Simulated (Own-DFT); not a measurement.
# Computed records: Hf₃₆O₇₁ (tetragonal hafnia with one neutral oxygen vacancy, atoms displaced)

All values are calculated (Own-DFT development build). A calculation, not a measurement: plane-wave PBE and HSE06 DFT by an unreviewed code, no spin, of a simulated cell at Gamma alone, so results move with cell size and shape, stress positive in tension, energies less offsets, not probed for a lower state with spin; hafnium file: forces about 75 meV/angstrom off all-electron values; oxygen file: force components 24 meV/angstrom off all-electron in a glass; k mesh not checked against a denser one; forces and stress are PBE's, HSE06 gives the energy alone, and its difference from PBE has offsets of its own; offsets are fitted by least squares, one for each functional and potential file, so energies compare only between cells with the same atoms and settings and are not formation energies; the far tail of each file's local potential was reset to the Coulomb form; each entry is a single point on an unrelaxed cell, so the pressure reflects the starting lattice, taken from the Materials Project, from which strain is counted, and rises with the displacements; printed positions are rounded, which can move forces by about a meV/angstrom; the program is a retired in-house code; no spin-orbit coupling.

Settings shared by all entries: first functional PBE; second functional HSE06; exact exchange share 0.25; screening 0.11 1/bohr; exchange divergence Gygi-Baldereschi; potential files PseudoDojo norm-conserving, scalar-relativistic, made for PBE, standard set; wave cutoff 48 hartree; occupations fixed; k mesh 1 x 1 x 1 centred on Gamma.

(1) Hf₃₆O₇₁ (tetragonal hafnia with one neutral oxygen vacancy, atoms displaced)

```
Hf36O71
1.0
     10.7800     0.0000     0.0000
      0.0000    10.7800     0.0000
      0.0000     0.0000    10.4493
Hf O Hf O Hf O Hf O Hf O Hf O Hf O Hf O Hf O Hf O Hf O Hf O Hf O Hf O Hf O Hf O Hf O Hf O
2 4 2 4 2 4 2 4 2 4 2 4 2 4 2 4 2 4 2 4 2 4 2 4 2 3 2 4 2 4 2 4 2 4 2 4
Direct
  0.99984 0.99799 0.99893
  0.16939 0.16762 0.25082
  0.00466 0.16496 0.15029
  0.16801 0.99842 0.35100
  0.00010 0.16837 0.39508
  0.16391 0.99681 0.09643
  0.00027 0.00014 0.49892
  0.16993 0.17350 0.74286
  0.00201 0.17079 0.65284
  0.16907 0.99722 0.85010
  0.00111 0.16647 0.90278
  0.16148 0.00303 0.60258
  0.99842 0.33438 0.00121
  0.16658 0.50086 0.25020
  0.00098 0.49914 0.15509
  0.16612 0.33311 0.34878
  0.99821 0.50235 0.40086
  0.16729 0.33591 0.09788
  0.99683 0.33382 0.49875
  0.16412 0.49737 0.75143
  0.00269 0.50502 0.65136
  0.16437 0.33096 0.84829
  0.99920 0.49836 0.89632
  0.16944 0.33169 0.59790
  0.99968 0.66781 0.99928
  0.16650 0.83316 0.24847
  0.99993 0.83478 0.15150
  0.16447 0.66663 0.34456
  0.99636 0.83640 0.40177
  0.17186 0.66919 0.09852
  0.99973 0.66989 0.49621
  0.16127 0.82962 0.75178
  0.99835 0.83665 0.65201
  0.16617 0.66418 0.84343
  0.99583 0.83206 0.90378
  0.16911 0.66380 0.59906
  0.33244 0.99333 0.00314
  0.49749 0.17006 0.24955
  0.33234 0.17196 0.15594
  0.50537 0.99948 0.35400
  0.33580 0.16744 0.40097
  0.50417 0.00434 0.09612
  0.33108 0.99805 0.49980
  0.50259 0.16294 0.74944
  0.33183 0.17327 0.65121
  0.50102 0.99631 0.84588
  0.33272 0.16477 0.90170
  0.49772 0.99993 0.60253
  0.33250 0.32884 0.99949
  0.50455 0.49761 0.25451
  0.33606 0.50462 0.15061
  0.50158 0.33362 0.34281
  0.33680 0.49539 0.39915
  0.49828 0.32815 0.09187
  0.33338 0.32999 0.49724
  0.49436 0.50317 0.74935
  0.33260 0.49786 0.64860
  0.49559 0.33797 0.84441
  0.33759 0.49979 0.90487
  0.49937 0.33693 0.59377
  0.33335 0.66734 0.99712
  0.49899 0.83914 0.25177
  0.32799 0.83045 0.15399
  0.50177 0.66598 0.35063
  0.32863 0.83925 0.39695
  0.49951 0.66541 0.09975
  0.33885 0.66642 0.50227
  0.50274 0.83726 0.75434
  0.32977 0.83821 0.65335
  0.49724 0.66854 0.84675
  0.33595 0.83004 0.89844
  0.49703 0.66536 0.60037
  0.66550 0.99965 0.00010
  0.83295 0.16532 0.25120
  0.66438 0.17007 0.14923
  0.83912 0.00236 0.34557
  0.83113 0.99576 0.10036
  0.66813 0.00274 0.49876
  0.83023 0.16534 0.75317
  0.66707 0.16549 0.65440
  0.83263 0.00387 0.84967
  0.66412 0.17088 0.90196
  0.83648 0.00222 0.60027
  0.66404 0.33242 0.00253
  0.83976 0.50423 0.25139
  0.67021 0.49583 0.15157
  0.83254 0.33146 0.34675
  0.67361 0.50184 0.40378
  0.83499 0.33233 0.10001
  0.66741 0.33522 0.50051
  0.83185 0.50432 0.74604
  0.66306 0.50268 0.64646
  0.83068 0.33091 0.85272
  0.67241 0.50105 0.90380
  0.83378 0.33263 0.59782
  0.66710 0.66309 0.99780
  0.83159 0.83016 0.24631
  0.66440 0.83621 0.14869
  0.82812 0.66396 0.34359
  0.66610 0.83926 0.39912
  0.83400 0.66872 0.09798
  0.67125 0.66470 0.49797
  0.83589 0.82985 0.75023
  0.66882 0.82952 0.65105
  0.83587 0.66647 0.84988
  0.66532 0.82799 0.90253
  0.83179 0.66619 0.59723
```

- PBE energy of cell above offsets: -100.821 eV
- HSE06 less PBE above offsets: -0.145 eV
- PBE pressure: 0.47 GPa
- PBE stress xx: 0.16 GPa
- PBE stress yy: -0.78 GPa
- PBE stress zz: -0.8 GPa
- PBE stress yz: -0.57 GPa
- PBE stress xz: 0.15 GPa
- PBE stress xy: 0.06 GPa

Force:
```tsv
element	x (eV/Å)	y (eV/Å)	z (eV/Å)
Hf	-0.069	1.397	0.093
Hf	-1.3	-0.058	0.181
O	-0.44	-0.063	0.191
O	-0.114	0.534	-0.296
O	0.097	-0.013	0.975
O	0.976	-0.024	0.358
Hf	-0.047	1.053	0.095
Hf	-0.894	-1.342	1.084
O	-0.764	0.233	-0.296
O	-0.163	-0.094	-0.202
O	-0.207	-0.11	0.249
O	0.774	-0.045	-0.786
Hf	-0.121	-0.96	-0.352
Hf	1.409	-0.399	-0.414
O	0.211	0.412	-0.737
O	0	0.258	-0.07
O	-0.216	-0.03	0.178
O	-0.116	0.095	0.051
Hf	0.6	-0.798	0.052
Hf	0.488	-0.128	-0.463
O	-0.81	-0.281	-0.235
O	0.334	0.72	0.054
O	0.052	0.515	0.786
O	-0.824	0.231	-0.21
Hf	0.476	-0.625	0.191
Hf	-0.325	0.137	0.316
O	-0.173	-0.437	0.036
O	-0.23	0.146	0.483
O	-0.065	-0.864	-0.018
O	-1.504	-0.158	-0.579
Hf	1.149	-0.375	0.68
Hf	1.219	1.156	-0.449
O	0.012	-0.65	-0.167
O	-0.184	0.174	0.857
O	0.156	-0.229	-0.481
O	-0.535	0.495	-0.819
Hf	-0.809	0.519	-1.073
Hf	0.687	-0.572	-0.106
O	0.033	-0.527	-0.575
O	-0.091	0.958	-0.553
O	0.016	-0.644	-0.116
O	-1.464	-0.384	0.546
Hf	-0.437	0.072	0.8
Hf	-0.812	0.932	0.215
O	1.165	-0.376	-0.244
O	0.238	1.094	0.943
O	0.343	-0.602	0.381
O	0.539	0.23	-0.512
Hf	-0.099	0.663	-0.334
Hf	-0.881	1.503	-1.391
O	-0.101	-0.477	0.76
O	0.693	-0.526	0.599
O	-0.097	0.842	0.34
O	-0.111	0.152	0.743
Hf	-0.097	0.669	0.633
Hf	0.027	-0.243	-0.163
O	-0.273	0.257	0.427
O	0.36	-0.87	-0.193
O	-0.5	-0.028	-0.468
O	0.532	-0.38	-0.26
Hf	0.886	-1.015	0.753
Hf	0.372	-1.265	-0.158
O	1.577	0.853	-0.602
O	-0.061	0.559	-0.051
O	0.625	-1.118	0.559
O	0.464	0.284	-0.482
Hf	-0.65	-0.23	-0.342
Hf	-0.448	-1.241	-1.306
O	0.26	-0.193	-0.218
O	0.305	-0.352	0.209
O	-0.088	0.727	0.65
O	0.655	0.236	-0.409
Hf	0.957	-0.131	-0.142
Hf	0.649	0.462	-0.801
O	0.333	-0.214	0.99
O	-0.829	-0.53	0.379
O	0.057	0.238	-0.451
Hf	-0.128	0.249	0.28
Hf	1.345	0.697	-0.014
O	-0.242	0.051	-0.729
O	-0.268	-1.235	0.003
O	-0.374	-1.085	-0.19
O	-0.607	-0.049	-0.466
Hf	1.102	0.521	-0.186
Hf	-1.108	-1.888	-0.654
O	-0.277	0.176	0.422
O	-0.278	0.313	0.408
O	-0.449	-0.66	-0.319
O	-0.078	-0.048	-0.175
Hf	-0.008	-0.431	-0.055
Hf	-0.069	-1.276	0.672
O	0.615	0.048	0.692
O	0.14	0.668	-0.91
O	-0.227	-0.17	-0.543
O	-0.345	0.435	0.023
Hf	-0.868	0.102	0.794
Hf	-0.264	1.249	-0.167
O	-0.053	-0.13	0.505
O	0.295	1.284	0.936
O	0.423	-0.894	0.227
O	0.139	-0.054	0.033
Hf	-1.571	0.856	0.297
Hf	-0.873	1.008	0.06
O	0.032	0.198	0.283
O	0.101	-0.032	-0.364
O	0.163	0.905	-0.235
O	0.948	-0.025	0.052
```

(2) Hf₃₆O₇₁ (tetragonal hafnia with one neutral oxygen vacancy, atoms displaced)

```
Hf36O71
1.0
     10.7800     0.0000     0.0000
      0.0000    10.7800     0.0000
      0.0000     0.0000    10.4493
Hf O Hf O Hf O Hf O Hf O Hf O Hf O Hf O Hf O Hf O Hf O Hf O Hf O Hf O Hf O Hf O Hf O Hf O
2 3 2 4 2 4 2 4 2 4 2 4 2 4 2 4 2 4 2 4 2 4 2 4 2 4 2 4 2 4 2 4 2 4 2 4
Direct
  0.99841 0.99591 0.00226
  0.17061 0.16557 0.24838
  0.00004 0.16337 0.14858
  0.00583 0.17056 0.39856
  0.16737 0.00075 0.10266
  0.99872 0.99763 0.50120
  0.16378 0.16968 0.74038
  0.00184 0.16552 0.65507
  0.16168 0.00081 0.84384
  0.99790 0.17521 0.90107
  0.16820 0.00372 0.59948
  0.99974 0.33224 0.99528
  0.16509 0.49769 0.25073
  0.00221 0.49591 0.15995
  0.16986 0.33776 0.34570
  0.00448 0.50211 0.39759
  0.16582 0.32006 0.09314
  0.00193 0.33007 0.49510
  0.16499 0.50267 0.75009
  0.99642 0.49878 0.65038
  0.16875 0.33598 0.84836
  0.00003 0.49337 0.90746
  0.16349 0.33942 0.59457
  0.00089 0.67018 0.00518
  0.16012 0.83566 0.25169
  0.00257 0.83790 0.14973
  0.16327 0.66004 0.34687
  0.00622 0.83075 0.40517
  0.16273 0.66287 0.09621
  0.00187 0.67327 0.50399
  0.17032 0.83271 0.74768
  0.00717 0.82773 0.65170
  0.16641 0.66957 0.84925
  0.00506 0.82786 0.90848
  0.16313 0.66061 0.59185
  0.32969 0.00171 0.99188
  0.50030 0.16243 0.25300
  0.32861 0.16503 0.14883
  0.50462 0.01258 0.34466
  0.33204 0.16627 0.40041
  0.50320 0.99037 0.09833
  0.33389 0.00217 0.49681
  0.49407 0.16063 0.74193
  0.32885 0.16498 0.65334
  0.49798 0.99617 0.83706
  0.32962 0.16161 0.90321
  0.50265 0.00510 0.60500
  0.33881 0.33400 0.00033
  0.50603 0.49348 0.24466
  0.33750 0.49701 0.14848
  0.50495 0.32971 0.34662
  0.33195 0.48305 0.39346
  0.50260 0.32756 0.10403
  0.33797 0.33629 0.50106
  0.49533 0.50333 0.75655
  0.32875 0.49563 0.65201
  0.50030 0.32665 0.84871
  0.33113 0.50295 0.90478
  0.50564 0.33588 0.59007
  0.33718 0.66101 0.00621
  0.49779 0.83106 0.24910
  0.32964 0.83131 0.14958
  0.49891 0.66414 0.35147
  0.33632 0.83708 0.40406
  0.49990 0.67647 0.09646
  0.33083 0.66351 0.49779
  0.50664 0.82713 0.75636
  0.34578 0.83698 0.65267
  0.50186 0.66386 0.84202
  0.33167 0.83047 0.90382
  0.49263 0.66906 0.59739
  0.67399 0.99467 0.00990
  0.82945 0.15974 0.24979
  0.66745 0.17017 0.14708
  0.83525 0.00164 0.35322
  0.66545 0.16968 0.40276
  0.83676 0.00100 0.09774
  0.66716 0.00331 0.49551
  0.82942 0.16748 0.74400
  0.67282 0.16138 0.65482
  0.83492 0.00167 0.84809
  0.66808 0.17311 0.90836
  0.82868 0.00555 0.60116
  0.66169 0.33804 0.99950
  0.83868 0.49776 0.24427
  0.66516 0.50164 0.14017
  0.83302 0.33982 0.34371
  0.65267 0.49802 0.40428
  0.82638 0.33557 0.09273
  0.66602 0.33192 0.50121
  0.83928 0.50032 0.74768
  0.66760 0.49927 0.65638
  0.83622 0.34340 0.84711
  0.66755 0.49825 0.90416
  0.83094 0.33306 0.60171
  0.67090 0.66787 0.00054
  0.83387 0.82510 0.24958
  0.66565 0.82926 0.14887
  0.83135 0.66619 0.35270
  0.66369 0.83801 0.41015
  0.84058 0.67585 0.10091
  0.66045 0.66149 0.50383
  0.83621 0.83921 0.75140
  0.66750 0.83548 0.65395
  0.83680 0.66382 0.84671
  0.66739 0.83736 0.89795
  0.83156 0.66580 0.59020
```

- PBE stress xx: ?

Question: Hf₃₆O₇₁ (tetragonal hafnia with one neutral oxygen vacancy, atoms displaced) (entry 2): PBE stress xx?
Answer: -1.89 GPa

Question: Give the table of force values for Hf₃₆O₇₁ (tetragonal hafnia with one neutral oxygen vacancy, atoms displaced) (entry 2).
Answer: 
Force:
```tsv
element	x (eV/Å)	y (eV/Å)	z (eV/Å)
Hf	1.495	2.017	-0.739
Hf	-1.103	0.339	-0.319
O	-0.74	-0.241	0.95
O	-0.081	-1.484	0.451
O	-0.257	-0.383	-0.234
Hf	0.399	1.194	-0.048
Hf	-0.058	0.344	2.312
O	-0.979	-0.119	-1.381
O	0.032	-0.317	0.211
O	0.075	-2.147	-0.311
O	-0.299	-0.509	-1.297
Hf	-0.527	-0.666	0.961
Hf	0.569	-0.149	0.054
O	-0.59	0.11	-1.252
O	-0.565	-1.662	-0.031
O	-0.51	-0.259	0.863
O	0.71	0.867	0.212
Hf	-0.467	1.737	0.136
Hf	-0.91	-0.651	0.488
O	1.222	0.345	0.048
O	0.385	-0.052	-0.868
O	0.45	2.554	-0.499
O	0.513	-0.665	0.117
Hf	0.927	-1.76	-1.572
Hf	1.714	0.169	-0.04
O	-0.863	-0.131	0.658
O	0.919	1.589	0.009
O	0.004	1.241	-0.926
O	0.919	-0.093	0.368
Hf	-1.306	-2.568	-0.73
Hf	1.61	0.316	0.894
O	-1.256	0.633	-0.013
O	-0.058	-0.547	-0.832
O	-0.578	1.258	-0.844
O	1.704	0.398	1.034
Hf	0.491	-1.019	1.158
Hf	-0.277	2.528	-2.256
O	1.766	-0.205	0.338
O	-0.142	-3.668	1.437
O	-0.415	0.047	0.079
O	-0.421	0.332	-0.366
Hf	0.369	-0.199	1.163
Hf	1.331	-0.393	1.265
O	0.654	0.518	-0.905
O	-0.236	0.773	1.414
O	0.401	1.191	-0.633
O	-0.123	0.435	-2.102
Hf	-1.184	-0.984	0.081
Hf	-0.435	-0.247	1.257
O	-0.08	0.286	-0.109
O	-0.281	-0.066	-0.143
O	0.563	3.036	0.598
O	-0.828	0.719	-0.395
Hf	-0.911	-0.747	-0.238
Hf	1.053	-1.947	-1.184
O	0.967	0.256	-0.116
O	-0.843	1.256	-0.323
O	0.693	-0.548	-0.685
O	-1.271	-0.507	1.295
Hf	-1.697	1.547	-0.132
Hf	-0.824	0.363	-0.171
O	-0.089	-0.246	1.318
O	-0.374	0.2	-0.872
O	-0.334	-0.49	-0.357
O	0.858	-0.352	0.107
Hf	0.378	-0.196	-0.679
Hf	-0.431	1.663	-1.408
O	-2.292	-0.317	-0.076
O	0.158	-0.025	1.863
O	0.123	-0.172	-0.103
O	0.541	-0.738	0.238
Hf	-1.742	2.023	-1.709
Hf	0.877	1.938	-0.869
O	0.058	-1.216	1.409
O	0.057	-1.008	-0.393
O	0.69	-0.386	-0.426
O	-0.462	-0.452	1.061
Hf	-0.674	-0.061	1.472
Hf	0.969	1.438	2.194
O	-2.26	0.581	-0.784
O	0.406	-0.478	0.36
O	0.341	-1.832	-0.56
O	1.408	-0.822	-0.307
Hf	1.06	-1.317	-0.464
Hf	-0.347	-0.434	0.694
O	0.429	0.937	1.217
O	-0.056	-1.203	0.221
O	0.548	0.229	-0.304
O	1.214	0.336	0.667
Hf	1.004	0.889	-0.338
Hf	-1.064	-0.381	0.317
O	-0.857	0.623	-0.158
O	-0.261	-1.574	-0.468
O	-0.821	1.67	-0.386
O	0.684	-0.443	-0.96
Hf	0.068	-0.604	-0.628
Hf	-0.4	0.231	0.678
O	1.128	0.122	0.753
O	-0.216	0.138	-1.237
O	-0.1	-0.982	-1.212
O	-1.333	-0.236	0.356
Hf	0.386	0.243	-0.089
Hf	-0.868	-1.015	-0.316
O	0.579	-0.455	0.219
O	-0.3	1.272	0.346
O	0.354	-0.95	0.787
O	0.137	0.387	0.669
```

Further results for Hf₃₆O₇₁ (tetragonal hafnia with one neutral oxygen vacancy, atoms displaced) (entry 2):

- PBE energy of cell above offsets: -97.840 eV
- HSE06 less PBE above offsets: 0.029 eV
- PBE pressure: 2 GPa
- PBE stress yy: -1.62 GPa
- PBE stress zz: -2.5 GPa
- PBE stress yz: 0.53 GPa
- PBE stress xz: -0.56 GPa
- PBE stress xy: -0.04 GPa
